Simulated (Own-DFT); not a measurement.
# Computed records: SiC (4H silicon carbide, strained, atoms displaced), SiC (2H silicon carbide, atoms displaced), SiC (3C silicon carbide, strained, atoms displaced), SiC (4H silicon carbide, atoms displaced)

A calculation, not a measurement: plane-wave PBE density functional theory by an unreviewed code, no spin, of a simulated periodic cell, stress positive in tension, free energy of the whole cell less one offset for each atom, forces on such cells passed a denser k mesh, this cell's mesh not checked; offsets are fitted by least squares, one for each functional and potential file, so energies compare only between cells with the same atoms and settings and are not formation energies; the far tail of each file's local potential was reset to the Coulomb form; each entry is a single point on an unrelaxed cell, so the pressure reflects the starting lattice, mostly measured values (interpolated for alloys), from which strain is counted, and rises with the displacements; printed positions are rounded, which can move forces by about a meV/angstrom; the program, named Own-DFT, is a retired in-house code; no spin-orbit coupling. Program: Own-DFT development build.

Common to all runs: functional PBE; potential files PseudoDojo norm-conserving, scalar-relativistic, standard set; wave cutoff 42 hartree; occupations Fermi-Dirac; smearing width 0.1 eV.

(1) SiC (4H silicon carbide, strained, atoms displaced)

```
SiC
1.0
      9.1597     0.0690    -0.1614
     -4.5201     8.0460     0.1718
     -0.1757     0.1146    10.0101
Si C Si C Si C Si C Si C Si C Si C Si C Si C Si C Si C Si C Si C Si C Si C Si C Si C Si C
2 2 2 2 2 2 2 2 2 2 2 2 2 2 2 2 2 2 2 2 2 2 2 2 2 2 2 2 2 2 2 2 2 2 2 2
Direct
  0.00574 0.00599 0.41344
  0.10644 0.21079 0.16250
  0.00446 0.00146 0.09133
  0.10086 0.22418 0.35127
  0.99506 0.33578 0.39981
  0.11982 0.55638 0.14759
  0.00041 0.33401 0.08494
  0.10827 0.55083 0.34591
  0.99324 0.65910 0.40584
  0.10938 0.88061 0.16293
  0.99544 0.66462 0.08696
  0.11431 0.89104 0.33834
  0.33330 0.00404 0.41089
  0.45412 0.22766 0.15296
  0.33695 0.99347 0.09492
  0.45559 0.23355 0.34551
  0.33715 0.33610 0.41087
  0.43954 0.55148 0.15740
  0.32820 0.33008 0.09024
  0.44784 0.55739 0.33959
  0.32446 0.65069 0.40745
  0.43341 0.88282 0.15468
  0.33850 0.66458 0.09714
  0.44695 0.89376 0.34632
  0.66472 0.00630 0.40762
  0.77826 0.22810 0.16692
  0.67513 0.00731 0.09171
  0.76851 0.22355 0.33935
  0.66380 0.32408 0.40986
  0.77497 0.54892 0.15047
  0.66063 0.33087 0.10395
  0.78036 0.56911 0.35284
  0.67126 0.66390 0.41105
  0.77726 0.88357 0.16094
  0.66216 0.65966 0.09336
  0.78801 0.89703 0.33795
  0.00647 0.00395 0.89829
  0.89361 0.77857 0.66548
  0.00799 0.00089 0.59300
  0.89032 0.78643 0.84319
  0.99418 0.66379 0.90689
  0.88790 0.44236 0.65388
  0.99689 0.67015 0.59938
  0.88608 0.43588 0.84278
  0.00417 0.34054 0.89868
  0.88865 0.11508 0.66123
  0.99313 0.33270 0.59062
  0.88867 0.10803 0.84646
  0.67140 0.99478 0.90554
  0.57477 0.79471 0.65686
  0.66052 0.00173 0.59931
  0.55429 0.78511 0.84110
  0.66567 0.67496 0.90854
  0.54929 0.45257 0.66283
  0.66942 0.66443 0.60277
  0.55032 0.43980 0.84010
  0.67021 0.33888 0.90680
  0.54516 0.11035 0.65189
  0.67342 0.33520 0.60030
  0.55857 0.11775 0.84339
  0.32981 0.00058 0.90899
  0.21857 0.78368 0.65541
  0.34701 0.00486 0.59388
  0.21528 0.77218 0.84160
  0.31840 0.66024 0.89712
  0.22582 0.43915 0.65372
  0.33482 0.66310 0.59323
  0.21337 0.44522 0.84011
  0.33448 0.33164 0.90650
  0.22053 0.11198 0.66103
  0.33170 0.32255 0.59609
  0.22492 0.11963 0.84129
```

* hardware: one NVIDIA H100
* k mesh: 4 x 4 x 3 centred on Gamma
* free energy of cell above offsets: -4.947 eV
* pressure: 7.05 GPa
* stress xx: -10 GPa
* stress yy: -0.62 GPa
* stress zz: -10.54 GPa
* stress yz: 3.57 GPa
* stress xz: -5.96 GPa
* stress xy: 2.59 GPa
* wall time: 341.6 s

Force:
```tsv
element	x (eV/Å)	y (eV/Å)	z (eV/Å)
Si	-0.254	-1.165	-2.187
Si	-0.515	1.305	-1.313
C	0.034	-1.321	0.105
C	2.513	-0.062	-0.879
Si	-0.471	-0.72	1.515
Si	-1.401	-1.152	0.991
C	0.082	0.061	2.024
C	-0.749	0.578	-1.455
Si	0.975	2.06	0.838
Si	-0.266	1.168	-2.973
C	0.757	-0.185	1.819
C	-0.194	-0.181	3.387
Si	0.891	-0.284	-1.932
Si	-2.695	-2.111	1.409
C	-3.172	1.721	-0.575
C	-2.102	-1.928	-0.331
Si	-0.378	-0.201	-1.256
Si	1.714	-0.768	-0.752
C	0.451	0	1.196
C	-0.013	-0.633	1.868
Si	0.669	2.909	0.132
Si	4.17	0.366	1.248
C	-1.67	0.7	-1.986
C	-0.765	-1.424	-0.184
Si	1.178	-1.433	-0.417
Si	1.323	-1.409	-4.6
C	-0.853	-1.055	0.985
C	1.678	0.037	2.801
Si	-0.315	3.233	1.106
Si	-0.135	1.118	1.997
C	1.933	1.44	-2.729
C	1.645	-3.619	-2.551
Si	-2.159	2.19	0.178
Si	0.048	0.919	-2.34
C	-0.384	0.79	0.193
C	-1.017	-0.745	3.608
Si	-0.32	-0.008	2.289
Si	-0.781	0.153	-2.173
C	-1.515	-0.414	1.667
C	-0.002	-1	1.446
Si	0.414	-0.193	-1.437
Si	0.209	0.868	0.803
C	0.959	-0.588	-1.156
C	-1.746	2.44	-0.111
Si	0.007	-2.855	1.653
Si	0.015	-0.365	-1.067
C	1.388	0.041	-0.125
C	-0.006	1.321	-0.817
Si	-1.832	1.858	0.767
Si	-1.939	-3.388	-0.175
C	1.442	1.821	-1.696
C	-0.261	-1.318	0.577
Si	0.232	-1.045	-0.67
Si	2.156	-1.775	-1.691
C	-0.393	1.643	-1.207
C	-0.238	1.822	2.457
Si	0.104	-1.761	0.065
Si	3.898	2.612	2.982
C	-2.352	-0.504	-1.415
C	-0.478	-1.007	0.423
Si	1.605	-0.143	-0.651
Si	1.787	-1.211	-0.533
C	-5.035	-2.009	-0.346
C	-1.566	1.86	0.39
Si	2.769	0.861	1.348
Si	-1.704	0.73	-0.272
C	0.099	0.537	0.526
C	2.309	-0.225	-0.248
Si	-1.072	0.813	-0.086
Si	1.499	-0.66	-1.08
C	-0.394	1.906	-0.235
C	0.187	-1.012	0.856
```

(2) SiC (2H silicon carbide, atoms displaced)

```
SiC
1.0
      6.1654     0.0000     0.0000
     -3.0827     5.3394     0.0000
      0.0000     0.0000    10.0681
Si C Si C Si C Si C Si C Si C Si C Si C
2 2 2 2 2 2 2 2 2 2 2 2 2 2 2 2
Direct
  0.02033 0.00296 0.00168
  0.16278 0.32534 0.25720
  0.02031 0.03085 0.18929
  0.16191 0.32719 0.43911
  0.00535 0.01167 0.49266
  0.16585 0.35693 0.74001
  0.00610 0.01927 0.66571
  0.12455 0.32198 0.93956
  0.99781 0.49200 0.98041
  0.17869 0.86543 0.25976
  0.98531 0.48809 0.18997
  0.17674 0.83547 0.43656
  0.99276 0.49241 0.51390
  0.14134 0.82944 0.74523
  0.97618 0.49978 0.69117
  0.18439 0.84450 0.92575
  0.47204 0.95514 0.01810
  0.69000 0.34953 0.24526
  0.46875 0.97526 0.18897
  0.67233 0.34320 0.44626
  0.53148 0.01787 0.49943
  0.67754 0.34245 0.76536
  0.49682 0.01144 0.70094
  0.66091 0.33258 0.93689
  0.50685 0.52047 0.99810
  0.63140 0.80775 0.26240
  0.44999 0.46108 0.17671
  0.67760 0.79734 0.43858
  0.50500 0.50436 0.49722
  0.67729 0.84101 0.73463
  0.50067 0.48530 0.67907
  0.70808 0.87416 0.94686
```

- hardware: one NVIDIA H100
- k mesh: 5 x 5 x 3 centred on Gamma
- free energy of cell above offsets: 4.491 eV
- pressure: 10.24 GPa
- stress xx: -8.81 GPa
- stress yy: -7.69 GPa
- stress zz: -14.22 GPa
- stress yz: 1.3 GPa
- stress xz: 2.43 GPa
- stress xy: -2.05 GPa
- wall time: 118.5 s

Force:
```tsv
element	x (eV/Å)	y (eV/Å)	z (eV/Å)
Si	-0.141	0.997	1.058
Si	-3.426	2.172	-0.42
C	-1.132	-5.314	-0.153
C	-0.206	2.184	0.384
Si	2.188	-2.507	-1.218
Si	1.549	-2.061	1.72
C	-0.495	-0.458	4.413
C	7.247	-0.369	-3.641
Si	-4.672	2.753	4.625
Si	-2.542	-3.87	-0.876
C	3.268	3.26	-1.869
C	0.53	0.28	2.459
Si	0.314	1.882	-3.591
Si	2.02	2.678	-0.885
C	2.327	1.326	-0.105
C	-1.694	-1.835	1.594
Si	2.1	3.723	-4.455
Si	-4.531	-2.635	1.139
C	3.398	2.181	2.361
C	0.975	-0.769	-2.49
Si	-2.314	-2.17	1.415
Si	-3.256	-2.519	-2.458
C	1.01	-1.411	-2.491
C	-1.134	0.215	2.965
Si	0.098	-1.165	-1.079
Si	1.607	0.342	-3.683
C	4.562	3.775	1.868
C	-2.119	5.816	-0.792
Si	-0.575	-4.569	1.775
Si	-1.189	0.065	2.023
C	-1.105	2.18	2.057
C	-2.661	-4.176	-1.655
```

(3) SiC (3C silicon carbide, strained, atoms displaced)

```
SiC
1.0
     13.2074     0.0673    -0.2586
      0.0449     8.5526     0.1381
     -0.1724     0.1381     8.6164
Si C Si C Si C Si C Si C Si C Si C Si C Si C Si C Si C Si C
4 4 4 4 4 4 4 4 4 4 4 4 4 4 4 4 4 4 4 4 4 4 4 4
Direct
  0.00550 0.99536 0.99059
  0.99752 0.24668 0.24288
  0.16725 0.99622 0.24727
  0.17535 0.25627 0.99500
  0.07911 0.12799 0.11922
  0.08503 0.36549 0.37334
  0.24420 0.12550 0.38104
  0.25277 0.36955 0.12814
  0.99838 0.00583 0.49699
  0.00007 0.24827 0.74025
  0.15966 0.99429 0.75802
  0.17029 0.24270 0.49230
  0.08898 0.12324 0.62348
  0.09345 0.37030 0.87800
  0.25435 0.11890 0.86489
  0.24453 0.37094 0.62760
  0.00150 0.49582 0.00563
  0.00282 0.75400 0.25136
  0.16807 0.49447 0.26074
  0.16900 0.76061 0.00329
  0.08751 0.62128 0.13145
  0.08058 0.86644 0.37748
  0.24359 0.62311 0.37914
  0.24793 0.87908 0.12548
  0.99649 0.50590 0.50279
  0.99622 0.74445 0.75592
  0.16553 0.49872 0.75583
  0.17100 0.74639 0.50424
  0.08105 0.62670 0.61872
  0.09030 0.88016 0.87595
  0.25607 0.62601 0.87301
  0.25440 0.87817 0.62081
  0.33468 0.99562 0.99974
  0.33645 0.24368 0.24302
  0.49159 0.00159 0.25114
  0.49513 0.24449 0.99515
  0.41744 0.12208 0.12541
  0.41540 0.37479 0.36891
  0.58586 0.13672 0.39018
  0.58302 0.37471 0.12083
  0.33787 0.99799 0.50062
  0.32839 0.25090 0.74764
  0.50394 0.99413 0.75248
  0.49687 0.25736 0.50355
  0.41493 0.11526 0.62633
  0.41787 0.38220 0.87166
  0.58415 0.11471 0.87624
  0.57964 0.38122 0.63137
  0.32680 0.51430 0.99780
  0.32756 0.75640 0.25739
  0.50046 0.49739 0.24749
  0.50131 0.74827 0.00080
  0.41538 0.61766 0.13085
  0.42115 0.86879 0.36599
  0.58367 0.62607 0.37271
  0.58297 0.87321 0.13123
  0.33318 0.49626 0.49872
  0.33313 0.74187 0.75254
  0.49799 0.49862 0.74816
  0.50113 0.74934 0.50008
  0.41009 0.62572 0.62693
  0.41777 0.87539 0.87471
  0.58929 0.61644 0.87621
  0.58492 0.86532 0.63066
  0.66524 0.99479 0.98852
  0.66362 0.25009 0.24843
  0.83129 0.99803 0.24170
  0.82950 0.25265 0.99828
  0.75300 0.12294 0.13150
  0.74942 0.37967 0.37539
  0.91384 0.11933 0.38203
  0.91148 0.37822 0.12954
  0.66848 0.99746 0.49596
  0.66755 0.25284 0.75054
  0.83696 0.00444 0.74367
  0.83784 0.25059 0.49756
  0.75058 0.12334 0.62708
  0.75062 0.37448 0.88463
  0.91836 0.11728 0.86922
  0.91033 0.38003 0.62702
  0.66366 0.49918 0.99572
  0.66965 0.74278 0.25251
  0.83257 0.50449 0.25243
  0.83377 0.74666 0.00779
  0.75313 0.62237 0.12867
  0.75524 0.87634 0.38086
  0.91433 0.63434 0.38115
  0.91278 0.86891 0.12024
  0.67003 0.48730 0.50899
  0.66616 0.75552 0.74710
  0.82970 0.50173 0.73843
  0.82873 0.74770 0.49446
  0.74763 0.62204 0.62348
  0.74835 0.86525 0.86889
  0.91208 0.63684 0.87175
  0.91299 0.86527 0.62797
```

- k mesh: 3 x 4 x 4 centred on Gamma
- free energy of cell above offsets: -4.502 eV
- pressure: 11.3 GPa
- stress xx: -6.8 GPa
- stress yy: -14.14 GPa
- stress zz: -12.96 GPa
- stress yz: 10.66 GPa
- stress xz: -12.12 GPa
- stress xy: 5.09 GPa

Force:
```tsv
element	x (eV/Å)	y (eV/Å)	z (eV/Å)
Si	-1.638	0.568	1.792
Si	0.342	-0.195	1.426
Si	-1.775	1.107	1.171
Si	-0.119	-3.267	1.573
C	1.456	-0.65	-0.141
C	-1.85	1.248	0.109
C	3.41	-1.839	-2.931
C	-0.489	2.015	-0.768
Si	1.441	-3.192	1.835
Si	0.904	-0.06	1.481
Si	4.449	1.91	-3.492
Si	-1.55	1.233	2.715
C	-2.161	0.39	-0.465
C	-4.109	1.541	-1.248
C	-1.336	0.384	2.127
C	0.509	1.2	-1.361
Si	-0.195	0.661	-0.812
Si	-1.196	-1.555	-0.288
Si	-0.248	-0.722	-1.519
Si	-0.034	-3.227	0.171
C	-0.661	1.09	-1.137
C	1.391	2.361	-0.033
C	1.978	0.458	-0.199
C	1.044	0.47	0.094
Si	0.711	-1.356	-0.756
Si	1.576	1.067	-1.583
Si	0.413	0.661	-1.805
Si	-1.268	0.93	0.173
C	0.645	-0.124	2.594
C	-3.329	-2.742	0.705
C	-4.702	2.011	-0.859
C	-1.391	-1.21	1.298
Si	0.232	0.201	-0.68
Si	-0.759	0.261	1.9
Si	4.684	-0.697	0.609
Si	1.634	0.787	0.164
C	-1.482	0.727	-1.378
C	-0.243	0	0.715
C	-1.636	-1.115	-2.21
C	-0.977	-0.434	-0.176
Si	-1.017	-0.377	-0.638
Si	2.29	-0.692	0.104
Si	-0.888	-0.082	-0.73
Si	0.499	-1.556	0.624
C	1.152	2.343	0.115
C	-1.963	-1.259	0.404
C	-1.365	3.069	-1.35
C	0.375	-1.114	-0.646
Si	3.843	-4.345	3.033
Si	1.238	-2.571	-0.76
Si	0.8	-0.15	0.63
Si	0.333	-0.905	0.829
C	-1.311	2.441	-1.237
C	-2.171	1.155	2.029
C	0.023	-1.362	1.157
C	0.07	0.735	-0.781
Si	-0.593	-0.22	0.422
Si	0.781	2.625	-1.116
Si	0.644	1.127	0.851
Si	0.27	-1.339	0.184
C	1.764	-0.263	-1.145
C	-0.292	-0.876	0.21
C	-3.151	3.107	-2.132
C	-2.007	2.772	-2.746
Si	1.928	-1.641	3.259
Si	1.249	-0.21	0.782
Si	1.854	-1.348	2.425
Si	2.265	-2.067	1.561
C	-2.558	1.384	-2.668
C	0.259	-1.145	-0.214
C	-0.255	1.687	-2.871
C	0.711	-0.194	-0.912
Si	0.177	0.032	1.465
Si	-0.046	-1.165	0.579
Si	-0.751	-2.724	0.883
Si	-1.968	-0.437	0.147
C	-0.629	1.465	-1.007
C	-1.368	1.353	-3.14
C	0.066	2.119	0.394
C	2.005	-0.521	-0.726
Si	2.506	-1.34	2.568
Si	-0.2	1.045	0.016
Si	0.867	-0.846	1.22
Si	-1.214	-0.282	-2.126
C	-1.991	0.659	-1.165
C	-2.684	0.91	-2.554
C	0.44	-1.176	-1.873
C	2.107	1.845	0.68
Si	-1.392	2.004	-1.71
Si	1.618	-3.95	1.501
Si	0.751	-0.021	3.637
Si	1.819	-0.697	2.736
C	-0.937	1.27	-0.774
C	1.118	2.228	1.206
C	0.575	-3.353	1.424
C	0.686	1.955	-0.863
```

(4) SiC (4H silicon carbide, atoms displaced)

```
SiC
1.0
     12.3308     0.0000     0.0000
     -6.1654    10.6788     0.0000
      0.0000     0.0000    10.0681
Si C Si C Si C Si C Si C Si C Si C Si C Si C Si C Si C Si C Si C Si C Si C Si C Si C Si C Si C Si C Si C Si C Si C Si C Si C Si C Si C Si C Si C Si C Si C Si C
2 2 2 2 2 2 2 2 2 2 2 2 2 2 2 2 2 2 2 2 2 2 2 2 2 2 2 2 2 2 2 2 2 2 2 2 2 2 2 2 2 2 2 2 2 2 2 2 2 2 2 2 2 2 2 2 2 2 2 2 2 2 2 2
Direct
  0.00091 0.00639 0.40466
  0.08167 0.16819 0.15784
  0.99946 0.99554 0.09242
  0.08033 0.16507 0.34513
  0.00592 0.25199 0.40957
  0.08645 0.41866 0.15469
  0.99919 0.24761 0.09028
  0.08459 0.41935 0.34260
  0.00561 0.50288 0.40797
  0.08572 0.66639 0.15710
  0.00030 0.50004 0.09972
  0.08462 0.66715 0.34326
  0.00351 0.75362 0.40984
  0.08410 0.91514 0.15235
  0.00129 0.75016 0.08695
  0.08733 0.91999 0.34473
  0.25464 0.00009 0.40552
  0.33438 0.16753 0.15487
  0.24991 0.99640 0.09413
  0.33560 0.16728 0.34143
  0.25336 0.25155 0.40390
  0.33374 0.41577 0.15763
  0.25199 0.24909 0.09382
  0.33921 0.41816 0.34514
  0.25324 0.49914 0.40815
  0.33420 0.66439 0.15746
  0.24962 0.49801 0.09110
  0.33351 0.66656 0.34072
  0.24942 0.75054 0.40226
  0.33318 0.91599 0.15507
  0.24202 0.74236 0.09210
  0.33064 0.91501 0.33925
  0.50063 0.99844 0.40806
  0.58504 0.16784 0.16213
  0.50224 0.99835 0.09473
  0.58497 0.16808 0.34581
  0.49849 0.24956 0.40813
  0.57852 0.41254 0.15931
  0.49942 0.25337 0.09672
  0.58122 0.41545 0.33995
  0.49785 0.50136 0.40795
  0.58388 0.66645 0.15731
  0.50245 0.50056 0.09441
  0.58262 0.66906 0.34249
  0.49941 0.74421 0.40521
  0.58345 0.92159 0.15492
  0.49915 0.75129 0.08928
  0.58593 0.91255 0.34187
  0.75365 0.00140 0.40984
  0.83166 0.16500 0.16213
  0.75391 0.00321 0.09274
  0.83012 0.16252 0.33847
  0.74573 0.25081 0.40464
  0.83174 0.41438 0.16146
  0.75292 0.24887 0.09299
  0.83319 0.41688 0.34470
  0.74798 0.49824 0.40482
  0.83948 0.67198 0.15569
  0.75081 0.50210 0.09499
  0.82970 0.66196 0.34552
  0.75319 0.75388 0.41068
  0.83673 0.91682 0.16137
  0.74867 0.74566 0.09111
  0.83182 0.91442 0.35045
  0.99719 0.99872 0.89987
  0.91741 0.83251 0.66167
  0.00128 0.99732 0.59160
  0.91828 0.83072 0.84091
  0.99730 0.74595 0.90584
  0.91248 0.57657 0.65547
  0.99969 0.75197 0.59591
  0.92057 0.58570 0.84460
  0.00384 0.49731 0.90616
  0.91712 0.33383 0.65567
  0.00106 0.50479 0.59343
  0.91494 0.33714 0.84228
  0.00161 0.24886 0.91119
  0.91739 0.08504 0.65228
  0.99897 0.25568 0.58896
  0.91419 0.08163 0.84231
  0.75639 0.00400 0.91041
  0.66646 0.83426 0.65553
  0.75269 0.00265 0.59672
  0.66702 0.83287 0.84058
  0.75009 0.74839 0.90673
  0.66744 0.58125 0.65632
  0.74949 0.74959 0.59259
  0.66495 0.58425 0.84051
  0.74815 0.49838 0.91139
  0.66889 0.33249 0.65419
  0.74790 0.50127 0.59269
  0.66803 0.33586 0.84402
  0.74886 0.24787 0.90184
  0.66782 0.07876 0.65835
  0.74689 0.24796 0.58858
  0.66490 0.08174 0.84241
  0.49860 0.99799 0.91205
  0.41783 0.83817 0.65784
  0.50723 0.00341 0.59409
  0.41938 0.83375 0.84185
  0.49595 0.74325 0.90959
  0.41535 0.58294 0.65012
  0.49861 0.74725 0.59482
  0.41808 0.58350 0.84687
  0.49729 0.49762 0.90259
  0.41448 0.33143 0.66176
  0.49393 0.49492 0.59437
  0.41945 0.33560 0.84397
  0.49493 0.24952 0.91237
  0.41518 0.07823 0.65555
  0.50184 0.25252 0.59582
  0.41362 0.08291 0.84434
  0.25060 0.00162 0.90434
  0.16073 0.83269 0.66135
  0.24583 0.00321 0.58852
  0.16666 0.82973 0.84068
  0.25594 0.75361 0.90379
  0.16487 0.58182 0.65851
  0.25209 0.75224 0.59579
  0.16449 0.57793 0.84251
  0.25158 0.50479 0.90346
  0.16397 0.33233 0.65774
  0.25147 0.50133 0.59513
  0.16563 0.33553 0.84173
  0.24308 0.24413 0.90822
  0.16545 0.08472 0.65434
  0.24886 0.24797 0.59501
  0.16416 0.07855 0.84407
```

- k mesh: 3 x 3 x 3 centred on Gamma
- free energy of cell above offsets: -18.648 eV
- pressure: 3.79 GPa
- stress xx: -2.89 GPa
- stress yy: -2.48 GPa
- stress zz: -6.01 GPa
- stress yz: -0.08 GPa
- stress xz: 0.16 GPa
- stress xy: 0.07 GPa

Force:
```tsv
element	x (eV/Å)	y (eV/Å)	z (eV/Å)
Si	1.185	-2.435	0.537
Si	0.794	-0.939	-0.704
C	-0.293	1.168	-0.121
C	0.894	1.62	-0.342
Si	-2.023	0.274	-1.783
Si	-0.556	-0.536	0.154
C	-0.223	0.645	1.69
C	1.098	-0.702	0.468
Si	-1.183	-0.365	-0.534
Si	-1.548	-0.52	-0.237
C	0.099	-0.422	-1.061
C	-0.373	0.285	0.329
Si	-0.683	-0.476	-0.519
Si	0.055	-0.017	0.823
C	0.367	-0.044	1.547
C	-0.647	-0.188	-0.581
Si	-1.427	0.261	-0.479
Si	0.02	-0.9	0.32
C	-0.067	1.126	-0.69
C	-0.309	-0.244	0.375
Si	-0.091	-0.616	0.647
Si	0.36	0.478	-0.795
C	-1.038	-0.086	0.344
C	-1.72	-0.67	-0.383
Si	-0.842	0.345	-0.516
Si	-0.514	0.2	-0.931
C	0.389	0.233	0.303
C	0.149	-0.327	0.944
Si	0.504	-0.235	1.093
Si	0.137	-0.83	-0.45
C	2.198	1.814	-0.246
C	1.234	0.453	1.004
Si	0.451	-0.257	-0.867
Si	0.002	0.104	-1.396
C	-1.665	1.029	0.311
C	-1.043	-0.843	0.099
Si	0.204	0.537	0.022
Si	0.799	2.031	-0.808
C	0.788	-1.536	-0.272
C	-0.062	0.062	1.747
Si	1.843	0.14	-0.166
Si	-0.158	0.079	-0.679
C	-0.809	-0.377	-0.364
C	1.276	-0.789	0.556
Si	-1.03	1.492	0.273
Si	2.038	-1.552	0.3
C	0.319	-0.007	1.553
C	-0.829	0.696	0.795
Si	-1.025	-0.428	-0.683
Si	0.466	0.328	-2.151
C	-0.078	-0.759	0.886
C	0.489	1.185	2.707
Si	1.861	-0.053	0.015
Si	0.059	0.594	-1.357
C	-0.923	-0.015	0.164
C	0.393	0.044	0.759
Si	-0.152	0.014	-0.054
Si	-0.663	-1.437	0.324
C	0.016	-0.641	0.664
C	0.578	1.784	-0.171
Si	-0.01	-1.714	-0.712
Si	-0.882	-0.608	-0.907
C	-0.002	1.269	0.923
C	0.586	1.185	-0.922
Si	0.364	-0.617	1.114
Si	-0.566	-0.231	-1.885
C	-1.103	0.885	0.425
C	-0.728	0.315	1.371
Si	0.873	0.795	-0.77
Si	-0.476	2.024	0.561
C	-0.034	-1.137	-0.122
C	-0.407	-1.645	-0.086
Si	-1.799	0.882	0.948
Si	-1.179	0.479	-0.329
C	0.66	-1.299	-0.142
C	1.251	-1.558	0.169
Si	-0.95	0.349	-1.929
Si	0.594	-0.036	0.561
C	1.076	-1.119	1.276
C	0.971	1.137	-0.357
Si	-1.577	-1.548	-1.033
Si	0.34	-0.619	0.189
C	0.077	-0.69	-0.803
C	-0.091	0.278	1.336
Si	-0.446	0.298	-0.848
Si	-1.295	0.504	-0.236
C	0.105	0.079	0.856
C	0.578	-0.599	0.897
Si	0.402	0.683	-0.983
Si	-0.92	0.262	0.614
C	0.885	-0.967	-0.313
C	-0.389	-1.041	0.241
Si	-0.444	0.598	0.748
Si	-0.45	1.646	-0.189
C	1.04	-0.012	1.076
C	0.365	-0.053	0.853
Si	0.139	0.516	-1.45
Si	0.573	-1.164	-0.762
C	-1.246	-0.963	-0.173
C	-0.058	0.008	0.968
Si	0.893	1.875	-1.434
Si	0.536	0.07	1.83
C	-0.25	1.034	-0.603
C	-0.653	-0.674	-1.271
Si	0.6	0.931	1.054
Si	0.354	-0.113	-1.167
C	0.801	0.8	-0.08
C	-1.296	-1.345	0.81
Si	1.53	0.342	-1.4
Si	-0.587	1.421	-0.065
C	-0.253	-0.984	-0.159
C	0.861	0.015	0.351
Si	0.067	-1.508	0.425
Si	1.302	0.349	-1.766
C	1.747	-0.888	1.197
C	-0.374	0.89	1.564
Si	-1.103	-1.297	0.068
Si	0.343	0.958	-0.684
C	-0.669	-0.079	-0.52
C	0.236	1.627	0.251
Si	0.815	-1.254	0.394
Si	0.565	0.366	-0.617
C	-0.706	-0.686	-0.355
C	0.407	-0.649	0.913
Si	0.686	1.288	-0.761
Si	0.182	-0.362	0.138
C	-0.501	0.703	-0.363
C	-0.451	0.82	-0.344
```
